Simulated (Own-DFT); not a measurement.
GaP (zincblende, atoms displaced) (calculated)

All values are calculated (Own-DFT development build). A calculation, not a measurement: plane-wave PBE density functional theory by an unreviewed code, no spin, of a simulated periodic cell, stress positive in tension, free energy of the whole cell less one offset for each atom, forces on such cells passed a denser k mesh, this cell's mesh not checked; offsets are fitted by least squares, one for each functional and potential file, so energies compare only between cells with the same atoms and settings and are not formation energies; the far tail of each file's local potential was reset to the Coulomb form; each entry is a single point on an unrelaxed cell, so the pressure reflects the starting lattice, mostly measured values (interpolated for alloys), from which strain is counted, and rises with the displacements; printed positions are rounded, which can move forces by about a meV/angstrom; the program, named Own-DFT, is a retired in-house code; no spin-orbit coupling.

Common to all runs: functional PBE; potential files PseudoDojo norm-conserving, scalar-relativistic, standard set; wave cutoff 42 hartree; occupations Fermi-Dirac; smearing width 0.1 eV; k mesh 2 x 3 x 3 centred on Gamma.

(1) 
```cif
# cell vector a (Å): 16.3515 0.0000 0.0000
# cell vector b (Å): 0.0000 10.9010 0.0000
# cell vector c (Å): 0.0000 0.0000 10.9010
data_GaP
_symmetry_space_group_name_H-M 'P 1'
_symmetry_Int_Tables_number 1
_cell_length_a 16.3515
_cell_length_b 10.9010
_cell_length_c 10.9010
_cell_angle_alpha 90.000
_cell_angle_beta 90.000
_cell_angle_gamma 90.000
_cell_volume 1943.08
loop_
_atom_site_label
_atom_site_type_symbol
_atom_site_fract_x
_atom_site_fract_y
_atom_site_fract_z
_atom_site_occupancy
Ga1 Ga 0.00207 0.99740 0.99901 1
Ga2 Ga 0.99997 0.24980 0.25123 1
Ga3 Ga 0.16693 0.99950 0.25031 1
Ga4 Ga 0.16496 0.24849 0.99889 1
P1 P 0.08652 0.12553 0.12446 1
P2 P 0.08131 0.37418 0.37422 1
P3 P 0.25226 0.12683 0.37486 1
P4 P 0.24902 0.37495 0.12521 1
Ga5 Ga 0.99917 0.00228 0.50138 1
Ga6 Ga 0.00187 0.24930 0.74968 1
Ga7 Ga 0.16827 0.99894 0.75047 1
Ga8 Ga 0.16643 0.25028 0.49960 1
P5 P 0.08161 0.12497 0.62552 1
P6 P 0.08633 0.37323 0.87635 1
P7 P 0.25045 0.12403 0.87239 1
P8 P 0.25203 0.37375 0.62750 1
Ga9 Ga 0.99965 0.49822 0.00050 1
Ga10 Ga 0.99989 0.75118 0.24857 1
Ga11 Ga 0.16937 0.49806 0.24709 1
Ga12 Ga 0.16745 0.75305 0.99958 1
P9 P 0.08426 0.62342 0.12621 1
P10 P 0.08266 0.87561 0.37575 1
P11 P 0.24797 0.62762 0.37313 1
P12 P 0.25171 0.87622 0.12539 1
Ga13 Ga 0.00045 0.50043 0.49851 1
Ga14 Ga 0.99910 0.74532 0.74950 1
Ga15 Ga 0.16617 0.50115 0.75138 1
Ga16 Ga 0.16921 0.75388 0.50199 1
P13 P 0.08294 0.62346 0.62316 1
P14 P 0.08393 0.87579 0.87359 1
P15 P 0.25102 0.62324 0.87650 1
P16 P 0.24974 0.87608 0.62447 1
Ga17 Ga 0.33387 0.00074 0.00050 1
Ga18 Ga 0.33322 0.24913 0.25065 1
Ga19 Ga 0.50018 0.99931 0.24708 1
Ga20 Ga 0.50035 0.25005 0.00070 1
P17 P 0.41781 0.12487 0.12347 1
P18 P 0.41717 0.37498 0.37417 1
P19 P 0.58351 0.12597 0.37607 1
P20 P 0.58182 0.37472 0.12473 1
Ga21 Ga 0.33234 0.99868 0.49736 1
Ga22 Ga 0.33434 0.24666 0.75055 1
Ga23 Ga 0.49906 0.99483 0.74713 1
Ga24 Ga 0.50124 0.24965 0.49917 1
P21 P 0.41819 0.12376 0.62640 1
P22 P 0.41685 0.37121 0.87951 1
P23 P 0.58258 0.12584 0.87317 1
P24 P 0.58454 0.37347 0.62653 1
Ga25 Ga 0.33283 0.49960 0.00255 1
Ga26 Ga 0.33240 0.75211 0.24946 1
Ga27 Ga 0.50126 0.49869 0.24837 1
Ga28 Ga 0.49961 0.75136 0.99835 1
P25 P 0.41681 0.62382 0.12382 1
P26 P 0.41595 0.87540 0.37573 1
P27 P 0.58324 0.62446 0.37523 1
P28 P 0.58573 0.87622 0.12487 1
Ga29 Ga 0.33240 0.49791 0.50072 1
Ga30 Ga 0.33371 0.74901 0.74848 1
Ga31 Ga 0.49975 0.50236 0.74744 1
Ga32 Ga 0.50096 0.75341 0.50288 1
P29 P 0.41807 0.62709 0.62401 1
P30 P 0.41788 0.87952 0.87139 1
P31 P 0.58354 0.62220 0.87490 1
P32 P 0.58523 0.87534 0.62368 1
Ga33 Ga 0.66818 0.99573 0.99802 1
Ga34 Ga 0.66715 0.25141 0.24992 1
Ga35 Ga 0.83045 0.99872 0.25178 1
Ga36 Ga 0.83336 0.24811 0.99839 1
P33 P 0.75200 0.12754 0.12499 1
P34 P 0.74862 0.37452 0.37212 1
P35 P 0.91584 0.12703 0.38034 1
P36 P 0.91780 0.37246 0.12364 1
Ga37 Ga 0.66716 0.00150 0.49961 1
Ga38 Ga 0.66634 0.24878 0.75054 1
Ga39 Ga 0.83585 0.00013 0.74825 1
Ga40 Ga 0.83467 0.25243 0.50135 1
P37 P 0.75151 0.12380 0.62408 1
P38 P 0.74678 0.37567 0.87399 1
P39 P 0.91425 0.12574 0.87482 1
P40 P 0.91743 0.37801 0.62537 1
Ga41 Ga 0.66469 0.50177 0.00012 1
Ga42 Ga 0.66770 0.75103 0.25202 1
Ga43 Ga 0.83480 0.49764 0.25010 1
Ga44 Ga 0.83332 0.75380 0.99915 1
P41 P 0.75203 0.62370 0.12454 1
P42 P 0.74817 0.87734 0.37464 1
P43 P 0.91518 0.62623 0.37275 1
P44 P 0.91759 0.87542 0.12598 1
Ga45 Ga 0.66593 0.49931 0.49922 1
Ga46 Ga 0.66840 0.74934 0.74957 1
Ga47 Ga 0.83275 0.50011 0.74767 1
Ga48 Ga 0.83173 0.75027 0.50015 1
P45 P 0.75322 0.62481 0.62506 1
P46 P 0.75118 0.87721 0.87574 1
P47 P 0.91633 0.62507 0.87395 1
P48 P 0.91585 0.87500 0.62330 1
_calc_free_energy_of_cell_above_offsets '-53.582'  # eV
_calc_pressure 2.72  # GPa
_calc_stress_xx -2.7  # GPa
_calc_stress_yy -2.72  # GPa
_calc_stress_zz -2.74  # GPa
_calc_stress_yz 0.06  # GPa
_calc_stress_xz 0.12  # GPa
_calc_stress_xy 0.04  # GPa
```

Force:
```tsv
element	x (eV/Å)	y (eV/Å)	z (eV/Å)
Ga	-0.287	0.482	0.121
Ga	-0.053	-0.359	-0.149
Ga	0.154	0.084	0.159
Ga	0.667	-0.013	0.025
P	-0.671	-0.229	0.19
P	0.594	0.217	-0.028
P	-0.577	-0.243	0.043
P	0.299	-0.469	-0.211
Ga	0.046	-0.233	-0.118
Ga	-0.384	0.229	0.246
Ga	-0.36	0.215	-0.174
Ga	0.011	0.052	0.108
P	0.624	-0.15	-0.012
P	-0.639	0.274	-0.233
P	-0.081	0.042	0.448
P	-0.415	0.037	-0.061
Ga	0.201	0.174	-0.131
Ga	0.14	-0.253	0.139
Ga	-0.599	0.153	0.474
Ga	-0.049	-0.33	0.111
P	-0.047	0.231	-0.267
P	0.057	0.078	0.064
P	0.384	-0.303	0.278
P	-0.241	0.056	-0.138
Ga	-0.257	0.122	-0.145
Ga	0.138	0.424	-0.138
Ga	0.211	-0.113	-0.177
Ga	-0.608	-0.369	-0.247
P	0.324	0.243	0.056
P	-0.078	-0.368	-0.195
P	-0.1	0.357	-0.141
P	0.332	-0.006	0.194
Ga	0.036	0.078	-0.214
Ga	0.26	0.2	-0.272
Ga	0.072	0.08	0.336
Ga	0.159	-0.21	-0.085
P	-0.211	0.069	0.2
P	-0.022	0.019	0.078
P	0.012	-0.182	-0.374
P	0.422	-0.067	-0.012
Ga	0.297	0.337	0.359
Ga	0.218	0.204	0.061
Ga	0.576	0.691	-0.014
Ga	-0.193	0.111	0.202
P	-0.222	-0.076	-0.482
P	-0.128	0.568	-0.6
P	0.048	-0.523	0.176
P	-0.227	0.202	-0.217
Ga	0.155	-0.196	-0.167
Ga	0.322	-0.366	0.046
Ga	-0.247	0.21	0.189
Ga	0.123	-0.009	0.012
P	0.017	0.34	0.22
P	0.289	-0.084	-0.207
P	-0.096	0.235	0.017
P	-0.328	-0.357	-0.033
Ga	0.116	0.367	-0.247
Ga	0.008	0.092	0.236
Ga	-0.084	-0.536	0.36
Ga	-0.007	-0.235	-0.463
P	-0.324	-0.202	-0.125
P	-0.493	-0.739	0.488
P	-0.131	0.605	-0.2
P	0.125	-0.044	0.21
Ga	-0.172	0.913	0.157
Ga	-0.222	-0.249	-0.205
Ga	0.609	0.387	-0.075
Ga	-0.207	0.52	-0.028
P	-0.501	-0.4	-0.047
P	0.396	0.142	0.453
P	0.01	-0.286	-0.74
P	-0.184	0.008	0.052
Ga	-0.056	0.164	0.04
Ga	0.155	-0.184	-0.129
Ga	-0.328	-0.018	0.049
Ga	-0.364	0.161	0.027
P	-0.124	0.243	0.139
P	0.532	0.018	0.155
P	0.831	-0.177	-0.051
P	0.123	-0.243	0.071
Ga	0.299	-0.196	0.234
Ga	-0.05	-0.377	-0.283
Ga	-0.119	-0.005	-0.176
Ga	0.153	-0.374	0.143
P	-0.243	0.201	0.02
P	0.168	-0.328	0.274
P	0.249	0.002	0.244
P	-0.185	0.235	-0.058
Ga	0.208	0.06	0.149
Ga	-0.031	-0.083	0.146
Ga	0.09	-0.203	0.481
Ga	0.182	0.156	-0.297
P	-0.749	-0.018	-0.222
P	0.077	-0.248	-0.518
P	-0.133	-0.188	0.299
P	0.308	-0.251	0.125
```

(2) 
```cif
# cell vector a (Å): 16.3515 0.0000 0.0000
# cell vector b (Å): 0.0000 10.9010 0.0000
# cell vector c (Å): 0.0000 0.0000 10.9010
data_GaP
_symmetry_space_group_name_H-M 'P 1'
_symmetry_Int_Tables_number 1
_cell_length_a 16.3515
_cell_length_b 10.9010
_cell_length_c 10.9010
_cell_angle_alpha 90.000
_cell_angle_beta 90.000
_cell_angle_gamma 90.000
_cell_volume 1943.08
loop_
_atom_site_label
_atom_site_type_symbol
_atom_site_fract_x
_atom_site_fract_y
_atom_site_fract_z
_atom_site_occupancy
Ga1 Ga 0.00006 0.99600 0.00072 1
Ga2 Ga 0.00132 0.25221 0.24807 1
Ga3 Ga 0.16841 0.00196 0.25055 1
Ga4 Ga 0.16590 0.24939 0.99956 1
P1 P 0.08504 0.12609 0.12484 1
P2 P 0.08326 0.37711 0.37358 1
P3 P 0.24873 0.12395 0.37855 1
P4 P 0.25006 0.37700 0.12335 1
Ga5 Ga 0.00020 0.99781 0.49810 1
Ga6 Ga 0.00076 0.24700 0.75071 1
Ga7 Ga 0.16849 0.00179 0.74658 1
Ga8 Ga 0.16762 0.25079 0.49939 1
P5 P 0.08357 0.12576 0.62399 1
P6 P 0.08385 0.37153 0.87734 1
P7 P 0.24900 0.12496 0.87897 1
P8 P 0.24789 0.37462 0.62229 1
Ga9 Ga 0.99903 0.49898 0.00091 1
Ga10 Ga 0.00091 0.74800 0.25312 1
Ga11 Ga 0.16882 0.50133 0.25117 1
Ga12 Ga 0.16611 0.74968 0.00317 1
P9 P 0.08458 0.62215 0.12541 1
P10 P 0.08158 0.87502 0.37175 1
P11 P 0.25212 0.62758 0.37442 1
P12 P 0.24962 0.87392 0.12855 1
Ga13 Ga 0.99954 0.50185 0.49930 1
Ga14 Ga 0.00094 0.74682 0.74863 1
Ga15 Ga 0.16688 0.49596 0.75124 1
Ga16 Ga 0.16573 0.75522 0.49695 1
P13 P 0.08153 0.62405 0.62486 1
P14 P 0.08451 0.87497 0.87327 1
P15 P 0.25124 0.62611 0.87659 1
P16 P 0.24915 0.87241 0.62461 1
Ga17 Ga 0.33317 0.00022 0.99934 1
Ga18 Ga 0.33305 0.24910 0.24961 1
Ga19 Ga 0.50078 0.00118 0.25081 1
Ga20 Ga 0.49997 0.25083 0.99374 1
P17 P 0.41760 0.12082 0.12487 1
P18 P 0.41717 0.37209 0.37542 1
P19 P 0.57986 0.12721 0.37536 1
P20 P 0.58354 0.37577 0.12350 1
Ga21 Ga 0.33353 0.99865 0.49942 1
Ga22 Ga 0.33252 0.24937 0.74735 1
Ga23 Ga 0.49963 0.00189 0.74856 1
Ga24 Ga 0.49863 0.25100 0.50199 1
P21 P 0.41611 0.12365 0.62780 1
P22 P 0.41586 0.37756 0.87469 1
P23 P 0.58546 0.12560 0.87430 1
P24 P 0.58369 0.37548 0.62650 1
Ga25 Ga 0.33372 0.50125 0.99894 1
Ga26 Ga 0.33478 0.75005 0.25165 1
Ga27 Ga 0.50038 0.50176 0.25113 1
Ga28 Ga 0.50110 0.75011 0.99943 1
P25 P 0.41604 0.62285 0.12392 1
P26 P 0.41540 0.86983 0.37706 1
P27 P 0.58401 0.62760 0.37658 1
P28 P 0.58253 0.87336 0.12666 1
Ga29 Ga 0.33421 0.50086 0.49692 1
Ga30 Ga 0.33388 0.75274 0.75161 1
Ga31 Ga 0.50009 0.50143 0.75360 1
Ga32 Ga 0.50117 0.75290 0.49979 1
P29 P 0.41800 0.62355 0.62504 1
P30 P 0.41600 0.87482 0.87498 1
P31 P 0.58268 0.62468 0.87527 1
P32 P 0.58370 0.87421 0.62438 1
Ga33 Ga 0.66743 0.00344 0.00076 1
Ga34 Ga 0.66706 0.25112 0.25133 1
Ga35 Ga 0.83124 0.99729 0.24783 1
Ga36 Ga 0.83569 0.25149 0.99845 1
P33 P 0.75135 0.12754 0.12526 1
P34 P 0.75044 0.37527 0.37427 1
P35 P 0.91578 0.12495 0.37623 1
P36 P 0.91858 0.37389 0.12234 1
Ga37 Ga 0.66698 0.00008 0.49955 1
Ga38 Ga 0.66703 0.25019 0.75021 1
Ga39 Ga 0.83198 0.99992 0.75317 1
Ga40 Ga 0.83603 0.24846 0.50039 1
P37 P 0.74973 0.12271 0.62755 1
P38 P 0.75182 0.37289 0.87350 1
P39 P 0.91578 0.12675 0.87817 1
P40 P 0.91563 0.37874 0.62625 1
Ga41 Ga 0.66735 0.49717 0.99869 1
Ga42 Ga 0.66662 0.74911 0.24947 1
Ga43 Ga 0.83385 0.49743 0.25085 1
Ga44 Ga 0.83461 0.75017 0.99914 1
P41 P 0.75080 0.62789 0.12164 1
P42 P 0.74991 0.87942 0.37550 1
P43 P 0.91678 0.62165 0.37599 1
P44 P 0.91954 0.87460 0.12632 1
Ga45 Ga 0.66759 0.50209 0.49894 1
Ga46 Ga 0.66652 0.75129 0.74600 1
Ga47 Ga 0.83345 0.50011 0.74965 1
Ga48 Ga 0.83533 0.74852 0.50384 1
P45 P 0.75101 0.62457 0.62528 1
P46 P 0.75100 0.87585 0.87510 1
P47 P 0.91639 0.62735 0.87786 1
P48 P 0.91758 0.87556 0.62433 1
_calc_free_energy_of_cell_above_offsets '-53.598'  # eV
_calc_pressure 2.72  # GPa
_calc_stress_xx -2.72  # GPa
_calc_stress_yy -2.71  # GPa
_calc_stress_zz -2.72  # GPa
_calc_stress_yz -0.14  # GPa
_calc_stress_xz -0.07  # GPa
_calc_stress_xy 0.16  # GPa
```

Force:
```tsv
element	x (eV/Å)	y (eV/Å)	z (eV/Å)
Ga	0.283	0.462	-0.163
Ga	-0.102	-0.357	0.254
Ga	-0.295	-0.117	-0.052
Ga	0.229	0.125	0.312
P	-0.292	-0.302	0.049
P	0.146	-0.084	0.19
P	0.412	0.129	-0.296
P	0.079	-0.302	0.123
Ga	-0.046	0.309	0.122
Ga	-0.249	0.312	-0.065
Ga	-0.175	-0.076	0.32
Ga	-0.531	0.032	-0.096
P	-0.041	-0.168	-0.169
P	-0.289	0.356	-0.272
P	0.246	0.059	-0.584
P	0.575	0.187	0.125
Ga	0.332	0.183	-0.222
Ga	-0.148	-0.329	-0.392
Ga	-0.019	-0.05	-0.008
Ga	0.058	0.059	-0.231
P	-0.283	0.164	0.106
P	0.402	0.279	0.126
P	-0.416	-0.084	0.201
P	0.246	0.117	-0.264
Ga	0.121	-0.361	0.152
Ga	-0.172	0.381	0.236
Ga	-0.102	0.434	0.052
Ga	-0.113	-0.618	0.168
P	0.716	-0.031	-0.141
P	0	-0.053	-0.012
P	-0.331	-0.037	-0.241
P	0.242	0.336	-0.004
Ga	-0.099	-0.248	0.265
Ga	-0.044	-0.12	-0.144
Ga	-0.284	-0.479	0.116
Ga	-0.048	-0.112	0.557
P	-0.08	0.575	-0.182
P	-0.104	0.323	-0.178
P	0.636	-0.091	0.179
P	-0.129	-0.162	0.137
Ga	-0.052	-0.11	0.211
Ga	-0.202	0.162	0.396
Ga	0.254	-0.305	0.338
Ga	0.102	-0.04	0.233
P	-0.059	0.107	-0.469
P	-0.127	-0.362	-0.232
P	-0.361	-0.11	-0.099
P	-0.014	0.138	-0.1
Ga	-0.13	-0.102	0.104
Ga	-0.098	-0.178	-0.454
Ga	0.04	-0.168	-0.052
Ga	-0.281	-0.073	0.114
P	0.245	0.366	0.168
P	0.422	0.821	-0.204
P	-0.066	-0.201	-0.154
P	0.248	0.363	-0.211
Ga	-0.02	-0.104	0.301
Ga	-0.016	-0.488	-0.297
Ga	0.009	-0.124	-0.376
Ga	-0.173	-0.435	0.239
P	-0.152	0.274	0.011
P	0.329	0.224	0.048
P	0.495	0.181	-0.057
P	-0.111	0.42	-0.012
Ga	-0.011	-0.383	0.177
Ga	-0.227	-0.072	-0.137
Ga	0.481	0.34	0.063
Ga	-0.347	0.007	0.264
P	-0.096	0.018	-0.061
P	0.025	-0.164	0.321
P	0.333	-0.128	-0.561
P	-0.371	0.135	0.406
Ga	-0.278	0.315	0.018
Ga	0.104	0.01	-0.173
Ga	0.43	0.052	-0.232
Ga	-0.487	0.176	0.276
P	0.097	0.327	-0.345
P	-0.176	0.222	0.091
P	0.381	-0.553	-0.345
P	0.464	-0.523	-0.083
Ga	0.107	0.26	-0.025
Ga	0.258	0.187	0.075
Ga	-0.056	0.236	-0.468
Ga	-0.035	0.384	0.216
P	-0.013	-0.491	0.375
P	0.057	-0.896	0.052
P	-0.195	0.415	-0.181
P	-0.485	-0.246	0.128
Ga	-0.087	-0.231	0.119
Ga	0.112	-0.206	0.516
Ga	0.028	0.214	0.335
Ga	-0.221	0.252	-0.472
P	-0.153	0.069	0.015
P	-0.389	-0.228	0.141
P	0.177	-0.424	-0.445
P	-0.043	0.029	0.426
```

(3) 
```cif
# cell vector a (Å): 16.3515 0.0000 0.0000
# cell vector b (Å): 0.0000 10.9010 0.0000
# cell vector c (Å): 0.0000 0.0000 10.9010
data_GaP
_symmetry_space_group_name_H-M 'P 1'
_symmetry_Int_Tables_number 1
_cell_length_a 16.3515
_cell_length_b 10.9010
_cell_length_c 10.9010
_cell_angle_alpha 90.000
_cell_angle_beta 90.000
_cell_angle_gamma 90.000
_cell_volume 1943.08
loop_
_atom_site_label
_atom_site_type_symbol
_atom_site_fract_x
_atom_site_fract_y
_atom_site_fract_z
_atom_site_occupancy
Ga1 Ga 0.00089 0.00077 0.99849 1
Ga2 Ga 0.99930 0.25359 0.24912 1
Ga3 Ga 0.16617 0.00286 0.24909 1
Ga4 Ga 0.16537 0.25149 0.99918 1
P1 P 0.08137 0.12383 0.12434 1
P2 P 0.08626 0.37365 0.37452 1
P3 P 0.24796 0.12459 0.37172 1
P4 P 0.24951 0.37776 0.12749 1
Ga5 Ga 0.00154 0.99983 0.50197 1
Ga6 Ga 0.99871 0.24935 0.74953 1
Ga7 Ga 0.16828 0.99942 0.74799 1
Ga8 Ga 0.16606 0.24798 0.50146 1
P5 P 0.08337 0.12832 0.62636 1
P6 P 0.08400 0.37576 0.87283 1
P7 P 0.24923 0.12572 0.87363 1
P8 P 0.24833 0.37195 0.62359 1
Ga9 Ga 0.99985 0.49788 0.99871 1
Ga10 Ga 0.99958 0.75300 0.25055 1
Ga11 Ga 0.16785 0.49933 0.25094 1
Ga12 Ga 0.16623 0.74954 0.99919 1
P9 P 0.08171 0.62349 0.12315 1
P10 P 0.08448 0.87646 0.37360 1
P11 P 0.25137 0.62549 0.37183 1
P12 P 0.24837 0.87508 0.12373 1
Ga13 Ga 0.99957 0.50063 0.50021 1
Ga14 Ga 0.99915 0.75099 0.74982 1
Ga15 Ga 0.16524 0.50166 0.74964 1
Ga16 Ga 0.16709 0.74887 0.49816 1
P13 P 0.08230 0.62625 0.62364 1
P14 P 0.08257 0.87727 0.87464 1
P15 P 0.24900 0.62669 0.87410 1
P16 P 0.25124 0.87580 0.62326 1
Ga17 Ga 0.33435 0.00020 0.99737 1
Ga18 Ga 0.33283 0.25322 0.24794 1
Ga19 Ga 0.49974 0.99874 0.25178 1
Ga20 Ga 0.50225 0.24717 0.99813 1
P17 P 0.41703 0.12562 0.12645 1
P18 P 0.41638 0.37608 0.37614 1
P19 P 0.58437 0.12217 0.37403 1
P20 P 0.58352 0.37407 0.12801 1
Ga21 Ga 0.33487 0.00296 0.49877 1
Ga22 Ga 0.33247 0.24872 0.74878 1
Ga23 Ga 0.49701 0.00112 0.75271 1
Ga24 Ga 0.50233 0.24869 0.49832 1
P21 P 0.41889 0.12736 0.62396 1
P22 P 0.41873 0.37415 0.87585 1
P23 P 0.58529 0.12474 0.87297 1
P24 P 0.58390 0.37707 0.62458 1
Ga25 Ga 0.33383 0.49895 0.00283 1
Ga26 Ga 0.33173 0.75085 0.24912 1
Ga27 Ga 0.50046 0.49748 0.24701 1
Ga28 Ga 0.49929 0.75030 0.00080 1
P25 P 0.41804 0.62510 0.12425 1
P26 P 0.41696 0.87391 0.37378 1
P27 P 0.58310 0.62510 0.37636 1
P28 P 0.58629 0.87525 0.12492 1
Ga29 Ga 0.33432 0.49994 0.49961 1
Ga30 Ga 0.33405 0.74844 0.74748 1
Ga31 Ga 0.49908 0.50012 0.74798 1
Ga32 Ga 0.50053 0.74567 0.50271 1
P29 P 0.41768 0.62458 0.62754 1
P30 P 0.41688 0.87181 0.87632 1
P31 P 0.58160 0.62552 0.87730 1
P32 P 0.58249 0.87578 0.62488 1
Ga33 Ga 0.66735 0.00013 0.00113 1
Ga34 Ga 0.66566 0.25372 0.24831 1
Ga35 Ga 0.83178 0.99907 0.25197 1
Ga36 Ga 0.83176 0.24738 0.00137 1
P33 P 0.75074 0.12629 0.12803 1
P34 P 0.75004 0.37808 0.37697 1
P35 P 0.91587 0.12322 0.37507 1
P36 P 0.91600 0.37516 0.12612 1
Ga37 Ga 0.66612 0.00128 0.50126 1
Ga38 Ga 0.66595 0.24827 0.74933 1
Ga39 Ga 0.83423 0.99956 0.75035 1
Ga40 Ga 0.83311 0.25209 0.50037 1
P37 P 0.74978 0.12670 0.62323 1
P38 P 0.75048 0.37610 0.87407 1
P39 P 0.91607 0.12706 0.87697 1
P40 P 0.91672 0.37611 0.62598 1
Ga41 Ga 0.66661 0.50006 0.99647 1
Ga42 Ga 0.66899 0.75137 0.25040 1
Ga43 Ga 0.83404 0.50083 0.24890 1
Ga44 Ga 0.83233 0.74612 0.99972 1
P41 P 0.74850 0.62425 0.12639 1
P42 P 0.74985 0.87815 0.37254 1
P43 P 0.91652 0.62624 0.37418 1
P44 P 0.91471 0.87489 0.12614 1
Ga45 Ga 0.66658 0.50066 0.49867 1
Ga46 Ga 0.66691 0.75244 0.75072 1
Ga47 Ga 0.83277 0.49969 0.74944 1
Ga48 Ga 0.83316 0.74805 0.49909 1
P45 P 0.75000 0.62458 0.62289 1
P46 P 0.74942 0.87730 0.87574 1
P47 P 0.91752 0.62422 0.87336 1
P48 P 0.91644 0.87314 0.62353 1
_calc_free_energy_of_cell_above_offsets '-53.765'  # eV
_calc_pressure 2.68  # GPa
_calc_stress_xx -2.68  # GPa
_calc_stress_yy -2.68  # GPa
_calc_stress_zz -2.68  # GPa
_calc_stress_yz 0.05  # GPa
_calc_stress_xz 0.14  # GPa
_calc_stress_xy 0.06  # GPa
```

Force:
```tsv
element	x (eV/Å)	y (eV/Å)	z (eV/Å)
Ga	-0.459	-0.174	0.207
Ga	0.072	-0.408	0.266
Ga	-0.076	-0.31	-0.221
Ga	0.127	-0.101	0.195
P	0.206	0.435	0.025
P	-0.531	0.192	0.177
P	0.499	0.27	0.341
P	-0.039	-0.341	-0.521
Ga	-0.131	0.072	-0.155
Ga	0.06	0.197	0.182
Ga	-0.25	0.049	0.08
Ga	0.109	-0.007	-0.331
P	-0.06	-0.521	0.032
P	-0.279	-0.134	0.082
P	0.133	-0.065	0.197
P	0.279	0.547	0.147
Ga	-0.064	0.019	0.02
Ga	0.078	-0.181	-0.159
Ga	-0.358	0.359	-0.102
Ga	-0.231	0.059	0.041
P	0.205	0.134	0.315
P	-0.061	-0.052	0.171
P	-0.128	-0.131	0.45
P	0.19	0.186	-0.054
Ga	0.13	-0.147	-0.259
Ga	0.142	0.043	0.012
Ga	0.242	-0.034	-0.208
Ga	0.055	0.114	-0.011
P	0.126	0.032	0.071
P	0.211	-0.239	-0.198
P	0.319	-0.305	0.035
P	0.033	-0.101	-0.105
Ga	-0.205	0.028	0.285
Ga	0.047	-0.237	0.298
Ga	0.151	-0.061	-0.289
Ga	-0.096	0.121	0.268
P	0.008	-0.086	-0.23
P	0.232	-0.247	-0.182
P	-0.017	0.394	-0.094
P	-0.001	0.135	-0.862
Ga	-0.084	-0.087	-0.155
Ga	0.242	0.232	0.098
Ga	0.388	-0.193	-0.182
Ga	0.01	0.251	-0.055
P	-0.345	-0.094	0.066
P	-0.413	-0.055	-0.103
P	-0.244	-0.264	0.24
P	-0.034	-0.22	-0.018
Ga	-0.005	0.159	-0.42
Ga	0.329	0.096	-0.236
Ga	-0.112	0.342	0.472
Ga	0.371	0.093	0.215
P	-0.3	0.061	0.239
P	-0.038	-0.19	0.324
P	0.073	-0.038	-0.454
P	-0.578	-0.047	0.06
Ga	-0.27	0.025	0.186
Ga	-0.231	0.192	0.254
Ga	0.304	-0.133	0.41
Ga	-0.057	0.479	-0.257
P	-0.338	-0.122	-0.367
P	-0.174	0.237	-0.21
P	0.205	0.016	-0.472
P	-0.083	0.041	0.18
Ga	0.084	0.251	0.032
Ga	0.37	-0.35	0.534
Ga	0.374	0.227	-0.25
Ga	0.099	0.41	0.005
P	-0.34	-0.102	-0.143
P	0.056	-0.254	-0.37
P	0.229	0.309	0.109
P	-0.075	-0.001	-0.369
Ga	0.098	-0.199	-0.052
Ga	0.224	0.396	-0.139
Ga	-0.093	0.131	-0.13
Ga	0.13	-0.118	-0.137
P	0.159	-0.189	0.262
P	-0.118	-0.35	0.057
P	0.061	-0.238	-0.217
P	-0.008	-0.09	-0.141
Ga	-0.134	-0.052	0.396
Ga	-0.378	-0.134	0.151
Ga	-0.154	0.035	0.161
Ga	0.071	0.266	0.003
P	0.155	-0.161	-0.252
P	-0.079	-0.405	0.709
P	0.142	-0.128	-0.015
P	0.156	0.083	-0.348
Ga	-0.059	0.079	0.136
Ga	-0.121	-0.232	-0.046
Ga	0.08	0.192	-0.058
Ga	-0.141	0.287	-0.151
P	-0.138	0.141	0.34
P	0.294	-0.266	-0.006
P	-0.203	-0.043	0.127
P	-0.027	0.217	0.074
```
